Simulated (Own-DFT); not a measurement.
Simulation results for In$_{31}$GaP$_{32}$ (zincblende with substituted atoms, atoms displaced)

All values are calculated (Own-DFT development build). A calculation, not a measurement: plane-wave PBE density functional theory by an unreviewed code, no spin, of a simulated periodic cell, stress positive in tension, free energy of the whole cell less one offset for each atom, not probed for a lower state with spin; forces on such cells moved up to 12 meV/angstrom on a denser k mesh; offsets are fitted by least squares, one for each functional and potential file, so energies compare only between cells with the same atoms and settings and are not formation energies; the far tail of each file's local potential was reset to the Coulomb form; each entry is a single point on an unrelaxed cell, so the pressure reflects the starting lattice, mostly measured values (interpolated for alloys), from which strain is counted, and rises with the displacements; printed positions are rounded, which can move forces by about a meV/angstrom; the program, named Own-DFT, is a retired in-house code; no spin-orbit coupling; before rounding, a Quantum ESPRESSO 7.3.1 run of the same cell and cutoff gave forces within 1 meV/angstrom rms on each cell, which checks the program and not the settings.

Settings shared by all entries: functional PBE; potential files PseudoDojo norm-conserving, scalar-relativistic, standard set; wave cutoff 42 hartree; occupations Fermi-Dirac; smearing width 0.1 eV; k mesh 3 x 3 x 3 centred on Gamma.

(1) In$_{31}$GaP$_{32}$ (zincblende with substituted atoms, atoms displaced)

```
In31GaP32
1.0
     11.7374     0.0000     0.0000
      0.0000    11.7374     0.0000
      0.0000     0.0000    11.7374
In P In P In P In P In P In P In Ga In P In P
4 4 4 4 4 4 4 4 4 4 4 4 2 1 1 4 4 4
Direct
  0.99555 0.99741 0.00130
  0.00158 0.24985 0.24407
  0.24582 0.00033 0.25420
  0.25432 0.25280 0.99984
  0.13204 0.13067 0.12541
  0.11931 0.38108 0.37487
  0.37662 0.13128 0.38100
  0.37801 0.37340 0.12093
  0.00198 0.00195 0.49439
  0.99744 0.25558 0.75735
  0.25413 0.00212 0.74641
  0.25006 0.24729 0.49568
  0.12813 0.12006 0.62093
  0.11894 0.37737 0.87035
  0.37330 0.12563 0.88042
  0.37348 0.38109 0.62612
  0.99965 0.49999 0.99632
  0.99475 0.74659 0.24549
  0.25157 0.50678 0.24724
  0.25450 0.74327 0.99558
  0.13275 0.62941 0.12911
  0.12249 0.87289 0.37477
  0.37523 0.62428 0.37629
  0.37367 0.87656 0.11877
  0.00386 0.49759 0.50471
  0.99609 0.75124 0.75112
  0.24827 0.49461 0.74782
  0.24823 0.75006 0.50037
  0.12571 0.62326 0.61954
  0.12912 0.87088 0.87415
  0.36767 0.62845 0.86883
  0.37505 0.87290 0.63326
  0.49845 0.99485 0.00393
  0.49785 0.25150 0.25420
  0.74807 0.99831 0.25032
  0.74394 0.25163 0.00302
  0.62292 0.11871 0.11980
  0.62194 0.37899 0.37501
  0.87399 0.13019 0.38347
  0.87232 0.37204 0.12194
  0.50228 0.00242 0.50641
  0.49974 0.25403 0.75365
  0.73981 0.99531 0.75380
  0.74474 0.25023 0.49790
  0.62914 0.12746 0.62238
  0.62294 0.37346 0.87393
  0.88075 0.12665 0.87706
  0.87325 0.37328 0.62321
  0.49056 0.49949 0.99508
  0.50034 0.74799 0.25294
  0.74914 0.49720 0.25342
  0.75218 0.74627 0.99782
  0.62702 0.62428 0.12096
  0.62697 0.86883 0.37823
  0.86648 0.62247 0.37492
  0.87073 0.87350 0.12648
  0.50661 0.50471 0.49790
  0.49640 0.74557 0.74724
  0.74793 0.49692 0.74095
  0.74891 0.75466 0.49451
  0.61899 0.61607 0.61868
  0.61946 0.86763 0.87479
  0.87041 0.63119 0.86559
  0.87663 0.87685 0.62214
```

- free energy of cell above offsets: -33.452 eV
- pressure: 3.17 GPa
- stress xx: -3.19 GPa
- stress yy: -3.17 GPa
- stress zz: -3.13 GPa
- stress yz: -0.04 GPa
- stress xz: 0.11 GPa
- stress xy: -0.07 GPa

Force:
```tsv
element	x (eV/Å)	y (eV/Å)	z (eV/Å)
In	0.882	-0.005	0.064
In	-0.247	0.101	0.617
In	0.605	0.063	-0.206
In	-0.631	0.193	-0.342
P	-0.586	-0.683	-0.227
P	0.809	-0.62	-0.574
P	0.237	-1.173	-0.629
P	-0.354	0.361	0.774
In	-0.185	-0.165	0.471
In	-0.017	-0.904	-1.284
In	-0.449	0.064	0.715
In	-0.577	1.048	0.662
P	-0.434	0.785	0.487
P	1.04	0.014	0.833
P	0.455	-0.215	-0.603
P	0.498	-0.79	-0.694
In	-0.298	0.696	0.369
In	0.063	-0.091	0.51
In	0.2	-1.027	0.454
In	-0.544	0.928	0.498
P	-1.044	-0.209	-0.895
P	-0.079	-0.227	-0.282
P	0.015	0.202	0.041
P	-0.379	-0.598	1.217
In	-0.909	0.323	-0.389
In	0.784	0.258	-0.67
In	-0.35	0.637	-0.055
In	0.314	0.185	0.014
P	-0.127	0.382	0.928
P	-0.332	0.46	0.074
P	0.578	-1.066	-0.132
P	0.069	0.137	-1.202
In	0.058	0.241	-0.821
In	0.396	-0.248	-0.617
In	0.093	0.376	0.484
In	0.295	-0.399	-0.453
P	0.014	0.581	0.909
P	0.894	0.07	-0.85
P	0.087	-0.332	-1.384
P	-0.382	1.059	0.799
In	-0.2	-0.48	-0.29
In	-0.424	-0.532	-0.549
In	0.97	0.316	-0.175
In	0.254	0.56	0.027
P	-0.587	-0.01	0.874
P	0.323	0.646	0.179
P	-1.211	-0.307	-0.011
P	0.186	-0.221	-0.054
In	0.756	0.494	-0.135
In	-0.063	0.126	-0.649
Ga	-0.017	0.17	-0.473
In	-0.264	0.255	0.098
P	0.01	-0.9	0.782
P	-0.996	1.271	-0.566
P	0.327	-0.786	-0.509
P	0.159	0.071	-0.247
In	-1.586	-0.92	-0.476
In	0.581	-0.326	-0.077
In	-0.102	0.101	0.585
In	0.476	-0.817	1.173
P	1.216	1.824	1.018
P	0.046	0.118	0.205
P	0.063	-1.171	0.521
P	-0.378	0.103	0.139
```

(2) In$_{31}$GaP$_{32}$ (zincblende with substituted atoms, atoms displaced)

```
In31GaP32
1.0
     11.7374     0.0000     0.0000
      0.0000    11.7374     0.0000
      0.0000     0.0000    11.7374
In P In P Ga In P In P In P In P In P In P
4 4 4 4 1 3 4 4 4 4 4 4 4 4 4 4 4
Direct
  0.99489 0.99950 0.99983
  0.00360 0.25437 0.25306
  0.24660 0.00723 0.25423
  0.24482 0.24845 0.00335
  0.12813 0.12128 0.11462
  0.12993 0.36966 0.37115
  0.37426 0.12691 0.37605
  0.37586 0.37725 0.12798
  0.99772 0.00096 0.50694
  0.99714 0.25037 0.74099
  0.25519 0.00482 0.75017
  0.25413 0.25035 0.50291
  0.12159 0.12712 0.61800
  0.12461 0.37606 0.87854
  0.37537 0.11823 0.86523
  0.37730 0.37971 0.61914
  0.99756 0.49888 0.99875
  0.99568 0.75107 0.24564
  0.24856 0.50439 0.26099
  0.25132 0.74653 0.00632
  0.12657 0.62216 0.12746
  0.12922 0.87378 0.36557
  0.37398 0.61712 0.37586
  0.37628 0.86937 0.12670
  0.00159 0.50330 0.49438
  0.00557 0.74370 0.74435
  0.25115 0.50291 0.75366
  0.24918 0.75251 0.49692
  0.12305 0.62303 0.62053
  0.12257 0.87094 0.87758
  0.37242 0.62925 0.87457
  0.37410 0.87366 0.62437
  0.50475 0.99922 0.00660
  0.50062 0.25354 0.25679
  0.75172 0.00019 0.24338
  0.75017 0.24618 0.99931
  0.62617 0.11401 0.12260
  0.62182 0.37057 0.37473
  0.87169 0.12381 0.37468
  0.87605 0.38171 0.12214
  0.50268 0.00281 0.49656
  0.49635 0.25192 0.74864
  0.75338 0.00981 0.74650
  0.75624 0.25180 0.49766
  0.62023 0.12449 0.62009
  0.62762 0.37274 0.86785
  0.87836 0.12009 0.87695
  0.87236 0.36818 0.62988
  0.49382 0.49573 0.99649
  0.49222 0.74259 0.24966
  0.75359 0.50025 0.25163
  0.74711 0.75060 0.99077
  0.62682 0.62261 0.12581
  0.63266 0.88185 0.37760
  0.87202 0.62388 0.37236
  0.87918 0.87868 0.12407
  0.50261 0.50550 0.49850
  0.49575 0.75657 0.75409
  0.75620 0.49778 0.74925
  0.74528 0.75233 0.50260
  0.62365 0.62441 0.62286
  0.62686 0.88276 0.87428
  0.87087 0.62702 0.87206
  0.86981 0.87987 0.62501
```

- free energy of cell above offsets: -33.234 eV
- pressure: 3.21 GPa
- stress xx: -3.23 GPa
- stress yy: -3.23 GPa
- stress zz: -3.16 GPa
- stress yz: -0.14 GPa
- stress xz: -0.77 GPa
- stress xy: -0.62 GPa

Force:
```tsv
element	x (eV/Å)	y (eV/Å)	z (eV/Å)
In	0.862	-0.389	-0.254
In	-0.531	-0.764	-0.903
In	0.511	-0.307	-0.813
In	1.182	0.385	-0.66
P	-0.82	-0.006	1.254
P	-0.145	0.457	0.941
P	0.127	-0.081	-0.026
P	-0.486	-0.366	0.087
In	0.046	-0.527	-1.195
In	0.752	-0.433	1.357
In	-1.499	-1.116	-0.672
In	-0.19	0.107	-0.123
P	0.754	-0.062	0.745
P	-0.839	0.422	-0.099
P	0.681	1.182	1.833
P	-0.254	0.07	0.664
Ga	0.184	0.273	-0.022
In	0.375	-0.312	0.145
In	-0.242	-0.701	-1.299
In	-0.431	0.316	-0.344
P	-0.958	-0.602	-0.543
P	-0.896	0.085	0.938
P	0.173	1.156	0.592
P	-0.279	0.956	0.182
In	-0.288	-0.841	0.077
In	-0.682	0.832	0.419
In	-0.195	-0.326	-0.393
In	0.085	-0.169	0.021
P	0.681	-0.153	-0.097
P	0.401	0.226	-0.325
P	0.303	-0.231	0.149
P	0.006	0.384	-0.441
In	-1.162	-0.606	-0.902
In	-0.217	-0.757	-1.141
In	0.277	-0.266	0.603
In	-0.009	0.252	0.022
P	-0.023	1.945	0.662
P	0.976	0.893	0.445
P	0.701	0.062	-0.382
P	0.546	-0.329	-0.442
In	-0.401	-0.555	0.063
In	0.194	-0.134	-0.334
In	-0.626	-0.242	0.066
In	-0.89	-0.332	0.095
P	0.577	0.733	0.374
P	-0.279	0.046	0.646
P	-0.113	1.027	-0.494
P	0.251	1.174	-1.171
In	0.754	0.251	-0.033
In	1.096	0.408	0.293
In	-0.724	-0.344	-0.244
In	-0.056	0.2	0.929
P	-0.257	0.082	-0.408
P	-0.889	-0.744	-0.768
P	0.21	0.638	0.549
P	-0.827	-0.72	-0.259
In	0.23	-0.614	-0.04
In	0.612	-0.246	-0.185
In	-0.688	0.29	-0.138
In	0.375	-0.121	-0.18
P	0.156	0.255	0.855
P	-0.043	-0.179	-0.433
P	1.307	-0.704	0.479
P	0.552	-0.827	0.28
```

(3) In$_{31}$GaP$_{32}$ (zincblende with substituted atoms, atoms displaced)

```
In31GaP32
1.0
     11.7374     0.0000     0.0000
      0.0000    11.7374     0.0000
      0.0000     0.0000    11.7374
In P In P In P In P In P In Ga In P In P In P
4 4 4 4 4 4 4 4 4 4 2 1 1 4 4 4 4 4
Direct
  0.99306 0.00813 0.00310
  0.00275 0.24795 0.25156
  0.24202 0.99715 0.24473
  0.24380 0.24486 0.00059
  0.12228 0.13080 0.12191
  0.13048 0.37879 0.37769
  0.36746 0.12522 0.38418
  0.37589 0.37245 0.12885
  0.99668 0.99646 0.50887
  0.99742 0.25357 0.75207
  0.25289 0.99818 0.75049
  0.24620 0.24431 0.50695
  0.13396 0.12298 0.63111
  0.12321 0.36701 0.87133
  0.37193 0.13456 0.87814
  0.38178 0.37764 0.62228
  0.99789 0.50189 0.99806
  0.01022 0.75357 0.24423
  0.25086 0.49047 0.25982
  0.25131 0.75176 0.99923
  0.12917 0.62515 0.12085
  0.12443 0.87980 0.36955
  0.37053 0.63086 0.37381
  0.37399 0.87403 0.13166
  0.00383 0.50365 0.50448
  0.00159 0.75413 0.75017
  0.24878 0.50458 0.74899
  0.24676 0.74726 0.49815
  0.12568 0.63346 0.62027
  0.12846 0.87278 0.87302
  0.36565 0.62083 0.87870
  0.37846 0.87356 0.62077
  0.50195 0.00083 0.00243
  0.50020 0.25522 0.25070
  0.74770 0.99611 0.24778
  0.75105 0.25120 0.99830
  0.62423 0.12936 0.12138
  0.62404 0.37441 0.36906
  0.86672 0.12452 0.37088
  0.87674 0.37282 0.12763
  0.50213 0.00430 0.50037
  0.49648 0.25176 0.74973
  0.75172 0.00586 0.75147
  0.74528 0.26096 0.49895
  0.62137 0.12260 0.62787
  0.62266 0.37732 0.87446
  0.87510 0.12387 0.88255
  0.87387 0.37676 0.62150
  0.50255 0.50091 0.00003
  0.50103 0.74941 0.25294
  0.74797 0.49827 0.25173
  0.75414 0.74454 0.00202
  0.61911 0.61745 0.12227
  0.62491 0.87748 0.36759
  0.87355 0.62971 0.37352
  0.87689 0.87090 0.12057
  0.49527 0.49767 0.50373
  0.50360 0.75191 0.75258
  0.75487 0.49951 0.75449
  0.75270 0.75254 0.49644
  0.62666 0.62663 0.61846
  0.62372 0.88455 0.87332
  0.87720 0.63372 0.86925
  0.87780 0.87926 0.62157
```

* free energy of cell above offsets: -33.211 eV
* pressure: 3.19 GPa
* stress xx: -3.2 GPa
* stress yy: -3.15 GPa
* stress zz: -3.22 GPa
* stress yz: 0.07 GPa
* stress xz: 0.36 GPa
* stress xy: -0.76 GPa

Force:
```tsv
element	x (eV/Å)	y (eV/Å)	z (eV/Å)
In	0.956	-1.236	0.004
In	-0.305	0.304	0.565
In	0.705	0.887	0.213
In	0.638	1.044	0.071
P	-0.134	-0.835	0.534
P	-1.194	-1.122	0.866
P	0.563	-0.152	-1.331
P	-0.482	0.263	-0.743
In	0.915	1.398	-1.373
In	-0.273	-0.873	-0.597
In	0.7	-0.223	0.293
In	0.385	0.998	-0.223
P	-1.652	-0.016	0.046
P	0.284	1.325	0.395
P	0.385	-1.131	-0.225
P	-1.45	-0.515	0.666
In	0.193	-0.138	-0.046
In	-0.632	-0.508	0.141
In	0.62	1.245	-1.307
In	0.028	0.179	0.317
P	0.062	-0.661	0.441
P	-0.343	-0.284	1.099
P	0.468	-0.849	0.129
P	0.248	0.141	-0.762
In	-0.426	0.061	-0.66
In	0.128	0.317	-0.414
In	-0.25	-0.66	-0.376
In	0.442	1.18	-0.376
P	-0.329	-0.675	0.9
P	-0.449	0.799	0.529
P	1.271	0.442	-0.218
P	-0.228	-0.086	0.227
In	-0.69	0.296	0.022
In	-0.449	-1.226	0.153
In	0.246	0.405	-0.771
In	-0.291	0.355	0.229
P	0.093	-0.199	0.543
P	-0.376	0.644	0.791
P	0.68	0.162	0.759
P	-0.057	0.358	-0.244
In	-0.239	-0.522	-0.371
In	0.299	-0.08	0.137
Ga	-0.093	-0.164	-0.053
In	0.003	-1.149	0.03
P	1.281	0.254	0.516
P	0.393	-0.228	-0.12
P	-0.922	0.126	-1.933
P	0.332	0.019	0.416
In	-1.11	-0.579	-0.333
In	-0.033	-0.237	-0.333
In	0.465	0.327	-0.266
In	-0.922	0.416	-0.24
P	0.857	1.055	0.625
P	-0.15	-0.173	0.948
P	0.698	-0.363	-0.351
P	-0.069	0.363	0.453
In	0.734	0.938	-1.161
In	-0.343	-0.381	-0.156
In	-0.516	0.344	-0.522
In	-0.364	0.27	0.033
P	0.115	-0.165	0.686
P	1.166	-0.346	-0.274
P	-0.024	-0.833	0.34
P	-1.557	-0.306	1.661
```

(4) In$_{31}$GaP$_{32}$ (zincblende with substituted atoms, atoms displaced)

```
In31GaP32
1.0
     11.7374     0.0000     0.0000
      0.0000    11.7374     0.0000
      0.0000     0.0000    11.7374
In P In Ga P In P In P In P In P In P In P
4 4 3 1 4 4 4 4 4 4 4 4 4 4 4 4 4
Direct
  0.00424 0.99870 0.99714
  0.99932 0.24659 0.25018
  0.25040 0.00151 0.25158
  0.25978 0.25190 0.00219
  0.12263 0.11952 0.12604
  0.12203 0.37337 0.37914
  0.37752 0.12552 0.37608
  0.37241 0.37747 0.12674
  0.99808 0.99879 0.49768
  0.99841 0.25664 0.75088
  0.24526 0.99714 0.74973
  0.24369 0.25735 0.49882
  0.12652 0.12464 0.62736
  0.12395 0.38101 0.87702
  0.37535 0.13013 0.87404
  0.38255 0.37590 0.63322
  0.00395 0.49463 0.99917
  0.99975 0.75817 0.24171
  0.24960 0.49483 0.25294
  0.25171 0.74637 0.99881
  0.12534 0.62223 0.12758
  0.12290 0.87408 0.36598
  0.38504 0.62884 0.37490
  0.37266 0.87229 0.11890
  0.99610 0.49620 0.50060
  0.00224 0.75320 0.74778
  0.26205 0.49906 0.76140
  0.25531 0.74919 0.50015
  0.12375 0.62249 0.62524
  0.12303 0.87952 0.87809
  0.37899 0.62194 0.87513
  0.36805 0.87910 0.62645
  0.50066 0.00843 0.00544
  0.49693 0.25078 0.24855
  0.74613 0.99611 0.24814
  0.75150 0.24983 0.99996
  0.62470 0.12767 0.12360
  0.62158 0.38023 0.37375
  0.88250 0.12403 0.36400
  0.87127 0.37564 0.11889
  0.49508 0.00666 0.49903
  0.49804 0.25414 0.74394
  0.74869 0.99286 0.74803
  0.74639 0.24887 0.49972
  0.62992 0.11920 0.63327
  0.62880 0.37996 0.87514
  0.87626 0.12616 0.87244
  0.86447 0.38191 0.62484
  0.50534 0.50020 0.00671
  0.49358 0.74802 0.24908
  0.75612 0.49327 0.25196
  0.75741 0.74972 0.00093
  0.63284 0.63092 0.12426
  0.62630 0.87482 0.37452
  0.88011 0.62746 0.37813
  0.87514 0.87625 0.11298
  0.50045 0.50012 0.49991
  0.50072 0.75346 0.75637
  0.75024 0.49486 0.75513
  0.74555 0.74712 0.50284
  0.62142 0.62814 0.61970
  0.62121 0.87680 0.87581
  0.87466 0.62231 0.88257
  0.87204 0.87081 0.62898
```

- free energy of cell above offsets: -33.220 eV
- pressure: 3.19 GPa
- stress xx: -3.14 GPa
- stress yy: -3.24 GPa
- stress zz: -3.2 GPa
- stress yz: -0.14 GPa
- stress xz: 0.37 GPa
- stress xy: -0.23 GPa

Force:
```tsv
element	x (eV/Å)	y (eV/Å)	z (eV/Å)
In	-0.626	0.785	0.052
In	0.446	0.797	-0.942
In	0.204	-0.211	-0.241
In	-1.317	-0.304	-0.16
P	0.641	0.847	-0.26
P	0.584	-0.506	0.136
P	-1.267	1.146	0.177
P	0.566	0.091	0.06
In	0.179	-0.114	0.186
In	0.002	-0.086	-0.367
In	0.291	0.583	0.458
Ga	0.487	-0.595	0.501
P	-0.04	0.991	-0.922
P	0.843	-1.018	-0.312
P	0.11	-0.517	-0.316
P	-1.73	0.242	-1.996
In	-0.421	0.812	0.555
In	-0.344	-0.752	0.098
In	0	0.785	0.439
In	-0.442	-0.149	-0.189
P	0.041	0.029	-0.132
P	0.456	0.039	1.094
P	-1.371	-0.957	0.287
P	0.23	0.574	0.535
In	0.152	0.487	0.329
In	-0.065	-0.637	0.564
In	-1.262	-0.076	-1.064
In	-0.774	-0.084	-0.228
P	0.685	-0.209	0.169
P	0.555	-1.043	-0.416
P	0.538	0.637	0.828
P	0.875	-0.296	-0.071
In	-0.403	-0.604	-0.671
In	0.286	0.099	0.157
In	0.447	0.167	-0.247
In	-0.182	-0.236	-0.529
P	0.29	0.228	0.524
P	0.187	-0.802	-0.041
P	-1.462	-0.426	1.245
P	0.816	-0.345	0.666
In	0.785	-0.716	0.61
In	1.244	-0.948	1.171
In	0.399	0.156	0.836
In	0.148	-0.321	-0.326
P	-0.726	0.708	-0.96
P	-0.924	-0.963	0.408
P	-0.13	-0.287	0.054
P	0.83	-0.969	-0.302
In	0.163	0.273	-0.113
In	1.123	0.715	-0.728
In	-0.157	1.028	0.044
In	-0.94	0.051	-0.704
P	-0.435	-0.534	0.685
P	-0.622	0.009	0.176
P	-0.293	0.131	-0.631
P	0.017	0.598	1.023
In	-0.084	0.046	0.249
In	-0.245	-0.155	-0.884
In	-0.175	1.619	-0.262
In	0.534	0.237	-0.5
P	-0.016	-0.448	1.31
P	0.465	0.102	0.72
P	0.54	0.054	-1.026
P	0.29	0.24	-0.808
```
